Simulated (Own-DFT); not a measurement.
# One host, several defects: zincblende GaAs

Calculated, not measured: single-point runs of Own-DFT, a retired in-house plane-wave DFT program that no person has reviewed, on unrelaxed cells, without spin or spin-orbit coupling.

Settings: PBE; PseudoDojo norm-conserving scalar-relativistic files; cutoff 42 hartree; 3 x 3 x 3 k mesh centred on Gamma; Fermi-Dirac smearing of 0.1 eV.

Limits (not all hold for every row): not probed for a lower state with spin; forces on such cells failed a check on a denser k mesh; forces not confirmed at this smearing and k mesh; forces on such cells passed a denser k mesh, each cell not checked; stress not checked against mesh or cutoff.

All runs share one cell, with vectors in Å (11.307, 0.000, 0.000); (0.000, 11.307, 0.000); (0.000, 0.000, 11.307) and a volume of 1445.4 Å³. Atoms were moved at random from their sites; u is the rms move along one axis. The defect's site can differ from row to row.

```
cell,formula,u (Å),P (GPa)
no defect,As32Ga32,0.0184,3.50
no defect,As32Ga32,0.0195,3.51
no defect,As32Ga32,0.0539,4.00
two As on a Ga site each,As34Ga30,0.0277,4.77
two As on a Ga site each,As34Ga30,0.0301,4.81
two As on a Ga site each,As34Ga30,0.0324,4.78
one In on a Ga site,As32Ga31In,0.0278,4.28
one In on a Ga site,As32Ga31In,0.0326,4.38
one In on a Ga site,As32Ga31In,0.0468,4.45
two Ga vacancies,As32Ga30,0.0285,2.94
two Ga vacancies,As32Ga30,0.0296,?
two Ga vacancies,As32Ga30,0.0306,2.90
two Ga vacancies,As32Ga30,0.0307,2.90
one As on a Ga site and one Ga on an As site,As32Ga32,0.0294,3.94
one As on a Ga site and one Ga on an As site,As32Ga32,0.0312,3.94
one As on a Ga site and one Ga on an As site,As32Ga32,0.0481,4.36
```

## Working it out

P = P0 + c u² + a shift for each defect gives P0 = 3.43 GPa, c = 198 ± 23 GPa/Å² and a scatter of 0.06 GPa. The shifts, and each times the cell's volume:

- two As on a Ga site each: 1.18 ± 0.05 GPa, 10.6 eV (5.3 eV for each of its 2 sites)
- one In on a Ga site: 0.67 ± 0.05 GPa, 6.1 eV
- one As on a Ga site and one Ga on an As site: 0.38 ± 0.05 GPa, 3.4 eV
- two Ga vacancies: -0.69 ± 0.05 GPa, -6.2 eV (-3.1 eV for each of its 2 sites)

Against the defect-free cell, a freed cell would be larger where the shift is positive and smaller where it is negative (160.2 GPa Å³ is 1 eV). The atoms around the defects weren't relaxed, which would change these numbers.

## Withheld run

Question: what pressure belongs in the blank (two Ga vacancies, u = 0.0296 Å)?

The fit gives 2.91 ± 0.07 GPa. The hidden result is 2.95 GPa.
